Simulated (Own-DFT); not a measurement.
# Computed records: Si₃N₄ (beta silicon nitride, atoms displaced)

Computed with Own-DFT development build. A calculation, not a measurement: plane-wave PBE density functional theory by an unreviewed code, no spin, of a simulated periodic cell, stress positive in tension, free energy of the whole cell less one offset for each atom, forces on such cells passed a denser k mesh, this cell's mesh not checked; offsets are fitted by least squares, one for each functional and potential file, so energies compare only between cells with the same atoms and settings and are not formation energies; the far tail of each file's local potential was reset to the Coulomb form; each entry is a single point on an unrelaxed cell, so the pressure reflects the starting lattice, mostly measured values (interpolated for alloys), from which strain is counted, and rises with the displacements; printed positions are rounded, which can move forces by about a meV/angstrom; the program, named Own-DFT, is a retired in-house code; no spin-orbit coupling.

Settings shared by all entries: functional PBE; potential files PseudoDojo norm-conserving, scalar-relativistic, standard set; wave cutoff 42 hartree; occupations Fermi-Dirac; smearing width 0.1 eV; k mesh 3 x 3 x 3 centred on Gamma.

```json
{"entry": 1, "formula": "Si3N4", "kind": "beta silicon nitride, atoms displaced", "structure": {"cell_angstrom": [[7.606, 0.0, 0.0], [-3.803, 6.587, 0.0], [0.0, 0.0, 8.727]], "atoms_fractional": [["Si", 0.1817, 0.76897, 0.08664], ["Si", 0.23191, 0.40367, 0.08641], ["Si", 0.59605, 0.82147, 0.07906], ["Si", 0.82593, 0.23191, 0.2468], ["Si", 0.76509, 0.59371, 0.24884], ["Si", 0.4058, 0.17579, 0.25048], ["N", 0.33368, 0.03223, 0.08062], ["N", 0.9719, 0.30504, 0.08085], ["N", 0.69535, 0.6678, 0.08694], ["N", 0.669, 0.97006, 0.25133], ["N", 0.0348, 0.69989, 0.25211], ["N", 0.3023, 0.33757, 0.24952], ["N", 0.33438, 0.66581, 0.08148], ["N", 0.67321, 0.34061, 0.248], ["Si", 0.17401, 0.77018, 0.41568], ["Si", 0.22665, 0.39898, 0.41624], ["Si", 0.59419, 0.8233, 0.41838], ["Si", 0.82437, 0.22925, 0.58517], ["Si", 0.77304, 0.59312, 0.5825], ["Si", 0.39882, 0.169, 0.58432], ["N", 0.33004, 0.0283, 0.41413], ["N", 0.97152, 0.30178, 0.41572], ["N", 0.70251, 0.66921, 0.41587], ["N", 0.66598, 0.97053, 0.58187], ["N", 0.03177, 0.69689, 0.58396], ["N", 0.30255, 0.33027, 0.58198], ["N", 0.32931, 0.66358, 0.41452], ["N", 0.66452, 0.33152, 0.58576], ["Si", 0.17746, 0.7698, 0.75266], ["Si", 0.23058, 0.40396, 0.74816], ["Si", 0.59859, 0.83071, 0.74938], ["Si", 0.82984, 0.23129, 0.91863], ["Si", 0.77194, 0.59889, 0.91548], ["Si", 0.40228, 0.17122, 0.91985], ["N", 0.33116, 0.02878, 0.74904], ["N", 0.97241, 0.29859, 0.75295], ["N", 0.70035, 0.67463, 0.74731], ["N", 0.66997, 0.97049, 0.91673], ["N", 0.03456, 0.69944, 0.91593], ["N", 0.30302, 0.33601, 0.91995], ["N", 0.33406, 0.66636, 0.75254], ["N", 0.66829, 0.33064, 0.91535]]}, "results": {"free_energy_of_cell_above_offsets [eV]": "-7.423", "pressure [GPa]": 5.43, "stress_xx [GPa]": -5.24, "stress_yy [GPa]": -5.22, "stress_zz [GPa]": -5.82, "stress_yz [GPa]": 0.88, "stress_xz [GPa]": -0.09, "stress_xy [GPa]": 1.1, "force_element": ["Si", "Si", "Si", "Si", "Si", "Si", "N", "N", "N", "N", "N", "N", "N", "N", "Si", "Si", "Si", "Si", "Si", "Si", "N", "N", "N", "N", "N", "N", "N", "N", "Si", "Si", "Si", "Si", "Si", "Si", "N", "N", "N", "N", "N", "N", "N", "N"], "force_x [eV/angstrom]": [-0.925, -0.672, -1.441, -0.009, 1.357, 0.673, -0.257, 0.373, 1.227, 0.173, -1.301, 1.302, 0.596, -0.833, 0.716, -0.002, -0.712, -0.092, -0.777, 1.29, -0.24, -0.898, -0.218, 0.306, 0.159, -0.52, 0.823, 0.029, 0.187, 0.527, -0.989, -1.012, 0.073, 0.644, -0.35, -0.388, 1.122, 0.337, -0.719, 0.62, 0.455, -0.634], "force_y [eV/angstrom]": [-0.3, 1.106, 1.061, 0.011, 0.745, 0.563, -0.631, -0.309, -0.304, -0.237, -0.232, -1.399, -0.029, -1.692, -0.923, 1.689, -0.311, 0.814, -0.205, 0.734, 0.828, -0.859, 0.248, -0.093, 0.442, -0.135, 0.141, -0.215, -0.689, 0.866, -0.788, 0.214, -1.123, 1.568, 0.234, -0.464, -0.471, 0.003, 0.117, -0.902, 0.191, 0.736], "force_z [eV/angstrom]": [-0.555, -1.152, 1.361, 0.674, 0.568, -0.441, 1.632, 0.977, -1.449, -0.769, -1.055, 0.531, 0.139, 0.111, 0.623, 0.344, -0.744, -0.397, 0.164, -0.465, 0.438, 0.256, 0.427, 0.296, 0.156, 0.165, 0.296, -0.181, -0.815, 0.767, -0.076, -0.591, 0.04, -1.582, 0.719, -0.868, 0.363, -0.013, 1.053, -0.771, -0.288, 0.11]}}
{"entry": 2, "formula": "Si3N4", "kind": "beta silicon nitride, atoms displaced", "structure": {"cell_angstrom": [[7.606, 0.0, 0.0], [-3.803, 6.587, 0.0], [0.0, 0.0, 8.727]], "atoms_fractional": [["Si", 0.17071, 0.76959, 0.08483], ["Si", 0.23361, 0.40367, 0.08554], ["Si", 0.59816, 0.82672, 0.08329], ["Si", 0.82538, 0.23203, 0.24942], ["Si", 0.76396, 0.59364, 0.24645], ["Si", 0.40226, 0.17047, 0.25213], ["N", 0.33481, 0.02699, 0.084], ["N", 0.97124, 0.29743, 0.08264], ["N", 0.70635, 0.67081, 0.08226], ["N", 0.66837, 0.96514, 0.24689], ["N", 0.03069, 0.7008, 0.25363], ["N", 0.30232, 0.33487, 0.24908], ["N", 0.33563, 0.6704, 0.08451], ["N", 0.66721, 0.33774, 0.24644], ["Si", 0.17538, 0.77014, 0.41672], ["Si", 0.23313, 0.40691, 0.41456], ["Si", 0.59311, 0.82172, 0.41352], ["Si", 0.8297, 0.23143, 0.58206], ["Si", 0.76759, 0.59947, 0.58311], ["Si", 0.40253, 0.17201, 0.58427], ["N", 0.33166, 0.03215, 0.41588], ["N", 0.96817, 0.2991, 0.41368], ["N", 0.6993, 0.6683, 0.41523], ["N", 0.66803, 0.97287, 0.58525], ["N", 0.03177, 0.69715, 0.58563], ["N", 0.2971, 0.33083, 0.58305], ["N", 0.3345, 0.6709, 0.41539], ["N", 0.66572, 0.33551, 0.58548], ["Si", 0.17531, 0.7719, 0.74649], ["Si", 0.23123, 0.4048, 0.74692], ["Si", 0.60051, 0.82676, 0.74805], ["Si", 0.82976, 0.23299, 0.91945], ["Si", 0.76714, 0.59552, 0.91849], ["Si", 0.40511, 0.17052, 0.91281], ["N", 0.32926, 0.03158, 0.7542], ["N", 0.96864, 0.3008, 0.7475], ["N", 0.70532, 0.67459, 0.75056], ["N", 0.66686, 0.97024, 0.9209], ["N", 0.02985, 0.69783, 0.91532], ["N", 0.30564, 0.33797, 0.91828], ["N", 0.33894, 0.66681, 0.75106], ["N", 0.66502, 0.33566, 0.91619]]}, "results": {"free_energy_of_cell_above_offsets [eV]": "-7.334", "pressure [GPa]": 5.42, "stress_xx [GPa]": -3.33, "stress_yy [GPa]": -4.93, "stress_zz [GPa]": -8.0, "stress_yz [GPa]": -0.57, "stress_xz [GPa]": -0.57, "stress_xy [GPa]": 0.06, "force_element": ["Si", "Si", "Si", "Si", "Si", "Si", "N", "N", "N", "N", "N", "N", "N", "N", "Si", "Si", "Si", "Si", "Si", "Si", "N", "N", "N", "N", "N", "N", "N", "N", "Si", "Si", "Si", "Si", "Si", "Si", "N", "N", "N", "N", "N", "N", "N", "N"], "force_x [eV/angstrom]": [1.17, -0.856, -0.949, -0.542, 1.393, 0.646, -0.683, 0.175, -1.354, 0.259, -0.802, 0.909, -0.034, 0.056, -0.082, -0.729, -0.346, -1.578, 1.084, 0.714, -0.261, 0.703, -0.261, 0.361, -0.671, 0.691, 0.178, 0.2, 1.231, -0.394, -1.316, -1.295, 1.054, -0.047, -0.241, 0.643, 0.12, 0.558, -0.08, 0.496, -0.96, 0.842], "force_y [eV/angstrom]": [-0.685, 1.689, -0.865, -0.309, 0.031, 1.135, 0.915, 0.15, 0.908, 1.353, -0.189, -0.896, -0.997, -1.385, -0.338, 0.534, 1.114, 0.491, -1.278, 1.073, -0.505, 0.207, 0.315, -0.716, 0.264, -0.64, -0.963, -0.179, -1.164, 0.815, 0.309, -0.009, -0.688, 1.651, -0.685, -0.009, 0.062, 0.375, 0.265, -1.056, 0.431, -0.529], "force_z [eV/angstrom]": [-0.396, -1.142, -0.447, -0.515, 1.029, -1.389, -0.083, 0.73, 0.171, 1.112, -0.599, 0.757, 0.106, 0.282, 0.273, 0.326, 0.755, 0.039, 0.188, 0.086, 0.856, 0.347, 0.025, -1.268, -1.203, -0.694, 0.147, -0.286, 1.666, 1.445, 1.184, -1.06, -1.084, 2.412, -2.084, 0.778, -0.078, -1.381, 0.137, -0.771, -0.396, 0.025]}}
{"entry": 3, "formula": "Si3N4", "kind": "beta silicon nitride, atoms displaced", "structure": {"cell_angstrom": [[7.606, 0.0, 0.0], [-3.803, 6.587, 0.0], [0.0, 0.0, 8.727]], "atoms_fractional": [["Si", 0.17413, 0.77137, 0.08349], ["Si", 0.23491, 0.4058, 0.08298], ["Si", 0.59675, 0.82342, 0.0866], ["Si", 0.82698, 0.23095, 0.2513], ["Si", 0.77464, 0.59403, 0.24846], ["Si", 0.40136, 0.17201, 0.25155], ["N", 0.33201, 0.03375, 0.08484], ["N", 0.96778, 0.30064, 0.08355], ["N", 0.7035, 0.66947, 0.08057], ["N", 0.66601, 0.96886, 0.24779], ["N", 0.03539, 0.6976, 0.24951], ["N", 0.30025, 0.33586, 0.25033], ["N", 0.3317, 0.66432, 0.08018], ["N", 0.66538, 0.33221, 0.24863], ["Si", 0.16446, 0.76733, 0.41844], ["Si", 0.23276, 0.40231, 0.41421], ["Si", 0.59591, 0.82417, 0.41981], ["Si", 0.82665, 0.23276, 0.58165], ["Si", 0.76909, 0.59388, 0.58602], ["Si", 0.4046, 0.17469, 0.58135], ["N", 0.32905, 0.02465, 0.41925], ["N", 0.96792, 0.3017, 0.4171], ["N", 0.69482, 0.66306, 0.41938], ["N", 0.6658, 0.9683, 0.58108], ["N", 0.03097, 0.70124, 0.58283], ["N", 0.30095, 0.33592, 0.5872], ["N", 0.33217, 0.66618, 0.42035], ["N", 0.66918, 0.33414, 0.58264], ["Si", 0.17864, 0.76693, 0.75221], ["Si", 0.22637, 0.40106, 0.75213], ["Si", 0.59584, 0.82649, 0.75221], ["Si", 0.82564, 0.22991, 0.91662], ["Si", 0.7658, 0.59516, 0.91598], ["Si", 0.4024, 0.17056, 0.91848], ["N", 0.32608, 0.03029, 0.7518], ["N", 0.96371, 0.30258, 0.75298], ["N", 0.69992, 0.67457, 0.74996], ["N", 0.67234, 0.96842, 0.91722], ["N", 0.03472, 0.70196, 0.91628], ["N", 0.30071, 0.33313, 0.91876], ["N", 0.33574, 0.66832, 0.74963], ["N", 0.66538, 0.33416, 0.9145]]}, "results": {"free_energy_of_cell_above_offsets [eV]": "-7.395", "pressure [GPa]": 5.44, "stress_xx [GPa]": -3.96, "stress_yy [GPa]": -4.55, "stress_zz [GPa]": -7.8, "stress_yz [GPa]": -0.94, "stress_xz [GPa]": 1.12, "stress_xy [GPa]": 0.72, "force_element": ["Si", "Si", "Si", "Si", "Si", "Si", "N", "N", "N", "N", "N", "N", "N", "N", "Si", "Si", "Si", "Si", "Si", "Si", "N", "N", "N", "N", "N", "N", "N", "N", "Si", "Si", "Si", "Si", "Si", "Si", "N", "N", "N", "N", "N", "N", "N", "N"], "force_x [eV/angstrom]": [1.264, -1.686, -0.955, -0.74, -1.035, 0.762, -0.362, 0.83, -0.169, 0.509, -1.294, 1.383, 0.315, -0.058, 2.842, -1.336, -1.169, -0.433, -0.179, 0.331, -0.554, 0.983, 0.724, 0.451, -0.638, 0.699, -0.351, -0.837, -0.508, -0.353, -0.831, -1.121, 1.246, 0.362, 0.098, 1.297, 1.065, -0.064, -1.233, 0.559, 0.185, 0.004], "force_y [eV/angstrom]": [-0.434, 0.508, -0.138, -0.119, -0.444, 0.718, -0.855, 0.103, 0.265, -0.009, -0.066, -1.401, 0.814, -0.106, -0.481, 1.815, -0.533, -0.559, -0.08, 0.243, 1.229, 0.007, 0.264, 0.917, -0.269, -1.134, -0.111, -0.264, 0.282, 1.282, 0.285, 0.129, -0.379, 1.2, 0.077, 0.187, -0.671, 0.106, -0.422, -0.772, -0.875, -0.308], "force_z [eV/angstrom]": [-0.465, 0.013, -1.028, -0.659, 0.499, 0.302, 0.229, 0.142, 1.284, 1.221, -0.071, -0.31, 0.291, 0.196, -0.049, 1.561, -1.064, 0.626, -0.167, 1.189, -0.722, -0.175, -0.97, 1.08, 1.204, -1.024, -0.337, 0.003, -0.67, 0.151, -0.723, 0.829, -0.672, -0.646, -0.533, -1.116, 0.058, 0.458, 0.253, -0.488, 0.175, 0.126]}}
{"entry": 4, "formula": "Si3N4", "kind": "beta silicon nitride, atoms displaced", "structure": {"cell_angstrom": [[7.606, 0.0, 0.0], [-3.803, 6.587, 0.0], [0.0, 0.0, 8.727]], "atoms_fractional": [["Si", 0.1685, 0.76484, 0.08156], ["Si", 0.22494, 0.39904, 0.08116], ["Si", 0.59475, 0.82342, 0.08366], ["Si", 0.82447, 0.23012, 0.24952], ["Si", 0.76104, 0.59294, 0.25014], ["Si", 0.39984, 0.17762, 0.24711], ["N", 0.32581, 0.02522, 0.07721], ["N", 0.9684, 0.29525, 0.08475], ["N", 0.69832, 0.66924, 0.08274], ["N", 0.6656, 0.96364, 0.24834], ["N", 0.02741, 0.69501, 0.25354], ["N", 0.30375, 0.33319, 0.24991], ["N", 0.33475, 0.66942, 0.08707], ["N", 0.66927, 0.33382, 0.25022], ["Si", 0.17633, 0.76636, 0.41935], ["Si", 0.23304, 0.40812, 0.41935], ["Si", 0.597, 0.82648, 0.42006], ["Si", 0.8344, 0.23727, 0.58285], ["Si", 0.76844, 0.59643, 0.58393], ["Si", 0.40606, 0.17187, 0.58492], ["N", 0.33178, 0.03373, 0.41616], ["N", 0.96915, 0.30123, 0.41469], ["N", 0.69822, 0.66789, 0.41518], ["N", 0.66848, 0.96942, 0.58321], ["N", 0.03818, 0.70536, 0.58113], ["N", 0.30118, 0.33217, 0.58522], ["N", 0.33778, 0.66801, 0.4169], ["N", 0.67232, 0.33593, 0.58033], ["Si", 0.17321, 0.77067, 0.75136], ["Si", 0.23212, 0.40281, 0.75387], ["Si", 0.5969, 0.8284, 0.74561], ["Si", 0.82659, 0.23102, 0.91849], ["Si", 0.7687, 0.59924, 0.91508], ["Si", 0.40492, 0.17384, 0.91592], ["N", 0.33822, 0.03282, 0.75156], ["N", 0.96368, 0.30167, 0.74541], ["N", 0.70273, 0.67062, 0.74958], ["N", 0.67192, 0.97037, 0.91419], ["N", 0.03595, 0.70132, 0.91628], ["N", 0.2996, 0.33262, 0.91827], ["N", 0.33464, 0.66812, 0.74684], ["N", 0.66697, 0.331, 0.91623]]}, "results": {"free_energy_of_cell_above_offsets [eV]": "-7.226", "pressure [GPa]": 5.54, "stress_xx [GPa]": -5.0, "stress_yy [GPa]": -3.39, "stress_zz [GPa]": -8.21, "stress_yz [GPa]": -0.26, "stress_xz [GPa]": -0.09, "stress_xy [GPa]": 1.13, "force_element": ["Si", "Si", "Si", "Si", "Si", "Si", "N", "N", "N", "N", "N", "N", "N", "N", "Si", "Si", "Si", "Si", "Si", "Si", "N", "N", "N", "N", "N", "N", "N", "N", "Si", "Si", "Si", "Si", "Si", "Si", "N", "N", "N", "N", "N", "N", "N", "N"], "force_x [eV/angstrom]": [1.217, 0.362, -1.038, -0.561, 1.742, 2.314, -0.349, -0.071, 0.468, 0.409, -0.233, -1.342, -0.357, -1.245, 0.318, 0.009, -0.474, -1.89, 1.222, 0.592, -0.159, 0.988, -0.208, 0.478, -1.769, 0.379, -0.354, -0.766, 1.482, -1.305, -0.681, -0.643, 1.137, 0.688, -0.619, 2.313, -0.477, 0.276, -2.02, 0.709, 0.021, -0.563], "force_y [eV/angstrom]": [0.151, 2.15, 0.378, -0.578, -0.399, -1.297, 1.041, -0.035, -0.131, 1.328, 0.275, 0.537, -1.459, -0.461, 0.88, 0.021, -0.07, -1.036, -0.598, 1.032, -0.611, 0.101, 0.32, 1.22, -0.651, -0.534, -0.242, -0.15, -0.012, 1.226, -0.484, -0.194, -1.397, 0.327, -0.543, 0.707, 0.499, -0.416, -0.866, -0.793, -0.44, 1.205], "force_z [eV/angstrom]": [1.75, 1.368, -0.696, 0.302, -0.098, 0.098, 1.317, -0.427, -0.318, 0.783, -0.741, -0.112, -0.455, -0.322, -1.541, -0.538, -1.21, -1.095, -0.825, -0.775, -0.174, 0.052, 0.956, -0.378, 1.359, 0.235, 0.162, 0.247, -0.758, -1.33, 1.243, -0.922, 0.585, 0.31, -0.362, 2.323, -0.225, 0.413, -0.428, -0.281, 0.355, 0.152]}}
{"entry": 5, "formula": "Si3N4", "kind": "beta silicon nitride, atoms displaced", "structure": {"cell_angstrom": [[7.606, 0.0, 0.0], [-3.803, 6.587, 0.0], [0.0, 0.0, 8.727]], "atoms_fractional": [["Si", 0.16973, 0.77023, 0.084], ["Si", 0.23381, 0.40735, 0.08515], ["Si", 0.59838, 0.83287, 0.08072], ["Si", 0.82922, 0.23302, 0.24941], ["Si", 0.77296, 0.59725, 0.2498], ["Si", 0.4087, 0.17166, 0.24693], ["N", 0.3349, 0.03593, 0.08304], ["N", 0.97147, 0.30121, 0.08171], ["N", 0.69513, 0.67091, 0.08096], ["N", 0.66576, 0.96417, 0.24769], ["N", 0.02961, 0.69359, 0.25256], ["N", 0.30098, 0.33256, 0.24856], ["N", 0.33549, 0.6652, 0.0854], ["N", 0.67186, 0.33621, 0.249], ["Si", 0.17697, 0.77456, 0.41437], ["Si", 0.22675, 0.39605, 0.41346], ["Si", 0.59527, 0.82435, 0.42074], ["Si", 0.8293, 0.23285, 0.58463], ["Si", 0.76959, 0.59399, 0.58314], ["Si", 0.40486, 0.17694, 0.57838], ["N", 0.33071, 0.03431, 0.41721], ["N", 0.96404, 0.29824, 0.41491], ["N", 0.69826, 0.67078, 0.42183], ["N", 0.66975, 0.96593, 0.58183], ["N", 0.02926, 0.70012, 0.58373], ["N", 0.30321, 0.33211, 0.57912], ["N", 0.33025, 0.66513, 0.42032], ["N", 0.66816, 0.3312, 0.58701], ["Si", 0.16923, 0.76487, 0.75029], ["Si", 0.22766, 0.40337, 0.75434], ["Si", 0.58796, 0.82336, 0.75468], ["Si", 0.82385, 0.23208, 0.922], ["Si", 0.76815, 0.5918, 0.91689], ["Si", 0.40608, 0.17137, 0.91817], ["N", 0.33008, 0.02971, 0.7462], ["N", 0.97083, 0.29661, 0.75195], ["N", 0.69992, 0.66857, 0.75169], ["N", 0.66372, 0.96779, 0.91664], ["N", 0.03112, 0.69964, 0.91885], ["N", 0.29989, 0.33146, 0.91642], ["N", 0.33681, 0.66523, 0.74805], ["N", 0.6667, 0.33408, 0.91679]]}, "results": {"free_energy_of_cell_above_offsets [eV]": "-7.177", "pressure [GPa]": 5.59, "stress_xx [GPa]": -5.28, "stress_yy [GPa]": -4.27, "stress_zz [GPa]": -7.21, "stress_yz [GPa]": -0.91, "stress_xz [GPa]": -1.6, "stress_xy [GPa]": -0.9, "force_element": ["Si", "Si", "Si", "Si", "Si", "Si", "N", "N", "N", "N", "N", "N", "N", "N", "Si", "Si", "Si", "Si", "Si", "Si", "N", "N", "N", "N", "N", "N", "N", "N", "Si", "Si", "Si", "Si", "Si", "Si", "N", "N", "N", "N", "N", "N", "N", "N"], "force_x [eV/angstrom]": [2.169, 0.026, -0.743, -0.755, -1.782, -0.144, -0.328, 0.132, 1.583, 0.268, -0.092, 1.057, -1.312, -0.658, 0.867, -0.699, -1.237, -0.721, -0.437, 0.885, -0.044, 1.293, 1.228, 0.052, 0.249, -0.87, 0.169, -0.344, 1.315, 1.164, 1.434, 0.149, -0.816, -0.524, -0.16, -0.782, -0.088, 0.149, -0.466, 0.73, -2.096, 0.178], "force_y [eV/angstrom]": [-0.402, 0.432, -1.946, -1.051, -0.219, 1.713, -1.95, -0.127, -0.457, 1.687, 0.859, -1.162, 1.138, -0.334, -1.141, 2.033, -0.485, -1.015, -0.402, 0.171, -0.518, 0.229, -0.608, 1.204, 0.19, -0.002, -0.209, 0.348, 0.623, 0.491, 0.159, -0.255, 0.534, 0.935, -0.133, -0.222, 0.251, 1.552, -0.12, -0.733, -0.572, -0.487], "force_z [eV/angstrom]": [0.273, -0.858, 0.852, -0.247, 0.266, 1.102, 0.076, 0.76, 0.586, 0.981, -0.783, -0.016, -0.23, -0.059, 1.407, 0.762, -1.145, -0.006, 0.779, 1.684, -1.417, 0.459, -1.534, 1.507, -0.483, 1.052, -0.352, -0.313, -0.41, -1.524, -1.714, -1.535, -0.022, -1.879, 0.756, 0.307, -0.044, -0.09, -0.245, 0.681, 0.393, 0.222]}}
```
